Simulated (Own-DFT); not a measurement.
# A layer strained by its substrate: diamond-structure GeSn with randomly placed atoms, 64 atoms (Ge60Sn4)

The numbers are computed, not measured, by runs of the plane-wave DFT program Own-DFT (in-house, retired, unreviewed) at fixed positions, with no spin and no spin-orbit coupling.

All runs used: PBE; PseudoDojo norm-conserving scalar-relativistic files; cutoff 49 hartree; 3 x 3 x 3 k mesh centred on Gamma; Fermi-Dirac smearing of 0.1 eV.

Keep in mind: forces on such cells moved up to 12 meV/angstrom on a denser k mesh; stress not checked against mesh or cutoff.

Unstrained cell vectors in Å: (11.420, 0.000, 0.000); (0.000, 11.420, 0.000); (0.000, 0.000, 11.420). The unstrained cell has measured lattice constants (interpolated for alloys), not those of this functional. That, the random moves and any unrelaxed bonds set the pressure at no strain. Each run strains x and y alike by e, as a substrate would, and holds the height along z. Each coordinate of each atom was shifted by a normal deviate of width 0.05 Å. The random placing of the alloy's atoms differs from row to row. Stress is positive in tension.

| e (%) | u (Å) | (s_xx + s_yy)/2 (GPa) | s_zz (GPa) |
|---|---|---|---|
| -2.75 | 0.052 | -10.31 | -8.52 |
| -2.50 | 0.054 | -9.90 | -8.49 |
| -2.00 | 0.045 | -8.48 | -7.14 |
| -1.75 | 0.047 | -8.08 | -7.14 |
| -1.50 | 0.051 | -7.54 | -6.57 |
| -1.25 | 0.049 | -7.13 | -6.20 |
| -0.50 | 0.050 | -5.65 | -5.27 |
| 0.25 | 0.050 | -4.39 | -4.61 |
| 2.75 | 0.051 | ? | ? |
| 3.00 | 0.044 | -0.10 | -1.80 |

## Worked fit

With e as a fraction, the in-plane stress is -4.7 + 179 e - 847 e² GPa (errors 2 and 124, scatter 0.11), and s_zz is -4.7 + 119 e - 797 e² GPa (slope ± 4, scatter 0.20). At e = 0 the first slope is C11 + C12 and the second 2 C12, both with the ions held to the strained lattice and at the cell's own pressure. The term in e² is negative: the layer stiffens under compression and softens under tension. A free layer would change its height as e changes, and the in-plane slope would drop by 2 C12²/C11 to the biaxial modulus. At fixed height, a misfit of 1 % moves the in-plane stress by about 1.8 GPa and s_zz by 1.2 GPa.

## Prediction

Asked: what are the two stresses at e = 2.75 %?

Estimate: -0.4 and -2.0 GPa. The calculation gave -0.55 and -2.02 GPa.
